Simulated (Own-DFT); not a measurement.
# Response to strain: wurtzite GaN, 96 atoms (Ga48N48)

Calculated, not measured: single-point runs of Own-DFT, a retired in-house plane-wave DFT program that no person has reviewed, on unrelaxed cells, without spin or spin-orbit coupling.

Settings: PBE; PseudoDojo norm-conserving scalar-relativistic files (stringent for Ga); cutoff 96 hartree; 3 x 4 x 3 k mesh centred on Gamma; Gaussian smearing of 0.01 eV.

Known weak points: forces on such cells passed a denser k mesh, each cell not checked; stress not checked against mesh or cutoff.

Unstrained cell vectors in Å: (12.756, 0.000, 0.000); (-4.783, 8.285, 0.000); (0.000, 0.000, 10.370). The unstrained cell has measured lattice constants (interpolated for alloys), not those of this functional. That, the random moves and any unrelaxed bonds set the pressure at no strain. The cell is deformed uniformly in each run, and the atoms keep their fractional places. All atoms carry random offsets, Gaussian with a width of 0.05 Å per axis. Stress is counted positive in tension, P = -(s_xx + s_yy + s_zz)/3, and strain components are those of the symmetric tensor.

| run | e_xx (%) | e_yy (%) | e_zz (%) | e_yz (%) | e_xz (%) | e_xy (%) | s_xx (GPa) | s_yy (GPa) | s_zz (GPa) | s_yz (GPa) | s_xz (GPa) | s_xy (GPa) | P (GPa) | E (meV/atom) |
|---|---|---|---|---|---|---|---|---|---|---|---|---|---|---|
| 1 | 0.49 | -0.36 | 0.89 | -1.74 | 0.28 | 0.63 | -7.29 | -6.79 | -1.87 | -3.05 | 1.07 | 2.25 | 5.32 | 14.5 |
| 2 | -0.09 | 1.83 | 0.29 | -0.24 | -0.94 | -0.40 | -5.36 | 0.55 | -4.61 | -0.34 | -1.73 | -0.51 | 3.14 | 0.0 |
| 3 | -0.48 | 1.69 | -1.98 | 1.15 | 0.01 | 0.78 | -8.92 | -2.30 | -16.14 | 2.22 | -0.13 | 2.78 | 9.12 | 29.4 |
| 4 | 0.09 | -0.56 | 1.39 | -1.34 | -1.10 | 1.11 | -5.39 | -9.28 | -1.71 | -2.43 | -2.52 | 2.95 | 5.46 | 9.0 |
| 5 | 1.60 | -1.48 | 1.75 | -1.21 | -1.51 | 0.96 | -1.63 | -9.83 | 0.07 | -2.23 | -2.68 | 3.92 | 3.80 | 12.5 |
| 6 | -1.51 | -1.99 | 0.48 | -0.50 | -0.46 | -1.94 | -16.08 | -18.93 | -7.51 | -0.37 | -0.57 | -7.44 | 14.17 | 44.8 |
| 7 | 0.17 | -0.85 | 1.04 | 1.26 | -1.91 | -1.17 | -7.68 | -10.33 | -3.01 | 2.55 | -4.88 | -3.53 | 7.00 | 28.9 |
| 8 | 1.97 | 1.48 | -1.81 | -0.86 | 0.01 | -0.84 | 0.83 | 0.55 | -14.67 | -2.17 | 0.30 | -2.73 | 4.43 | 18.2 |
| 9 | -1.68 | 0.86 | 1.47 | 0.08 | 0.82 | 0.34 | -12.86 | -4.32 | -0.92 | -0.37 | 1.91 | 1.44 | 6.03 | 12.4 |
| 10 | 0.09 | 0.43 | -0.73 | 0.72 | 1.28 | 1.02 | -6.77 | -6.85 | -8.28 | 1.26 | 3.13 | 3.89 | 7.30 | 7.2 |
| 11 | -1.42 | -1.53 | 0.74 | -0.81 | 1.36 | -1.54 | -15.77 | -16.36 | -5.10 | -1.69 | 3.07 | -6.22 | 12.41 | 39.9 |
| 12 | -0.46 | -0.81 | 1.88 | 1.95 | 0.62 | 1.11 | -7.47 | -9.37 | -1.71 | 3.37 | 1.52 | 2.72 | 6.18 | 28.3 |
| 13 | -0.74 | 0.48 | 1.47 | -0.33 | -0.53 | 1.60 | -9.54 | -5.34 | -1.14 | -1.01 | -0.99 | 3.98 | 5.34 | 23.3 |
| 14 | -1.34 | -0.56 | 0.94 | 1.30 | -0.62 | 1.70 | -12.43 | -9.95 | -4.79 | 2.52 | -0.90 | 5.08 | 9.06 | 23.7 |
| 15 | -1.60 | 1.48 | -0.10 | 0.61 | 0.38 | -0.97 | -14.32 | -1.75 | -7.39 | 1.52 | 1.26 | -3.86 | 7.82 | 15.9 |
| 16 | -1.76 | -0.38 | 0.40 | 0.38 | 0.29 | -1.09 | -14.78 | -12.28 | -6.95 | 0.67 | 1.70 | -2.05 | 11.34 | 42.3 |
| 17 | -1.84 | 1.23 | -1.59 | -0.67 | 0.17 | -0.74 | ? | ? | ? | ? | ? | ? | ? | ? |

E is the free energy for each atom above the lowest run shown.

## Fit

Each stress component was fitted by least squares to a constant and the strains of the runs shown, as fractions, with shears doubled. Shear strains stay in the fit of a normal stress only where such slopes are resolved. The slopes, in GPa:

```
stress,at no strain,per e_xx,per e_yy,per e_zz,scatter
s_xx,-7.7,422 ± 25,114 ± 28,81 ± 30,1.08
s_yy,-7.5,148 ± 17,476 ± 20,113 ± 21,0.76
s_zz,-7.4,46 ± 24,62 ± 28,440 ± 30,1.05
```

The slope of each shear stress on twice its own strain, from a fit on all six strains: yz 92 ± 4, xz 114 ± 7, xy 158 ± 13 GPa. These are stiffnesses along x, y and z of the frame in which the cell vectors are given, with the crystal's c axis along z: C11, C12, C13 and C33. Hexagonal symmetry asks that xx and yy behave alike, which is a second check on the noise. The atoms are held to the strained lattice; where symmetry lets them move under strain, relaxing them would lower some slopes. Slopes across the diagonal should nearly agree, so their difference gauges the noise. A ninth of the table's sum, 211 ± 5 GPa, estimates the bulk modulus near the mean pressure of these runs, 7.4 GPa, so it lies above the value at zero pressure.

## Check

Q: what normal stresses and pressure should run 17 give?

The fitted form gives s_xx = -15.4, s_yy = -6.2, s_zz = -14.5 and P = 12.0 GPa. The run itself gave -15.71, -6.25, -13.85 and P = 11.94 GPa.
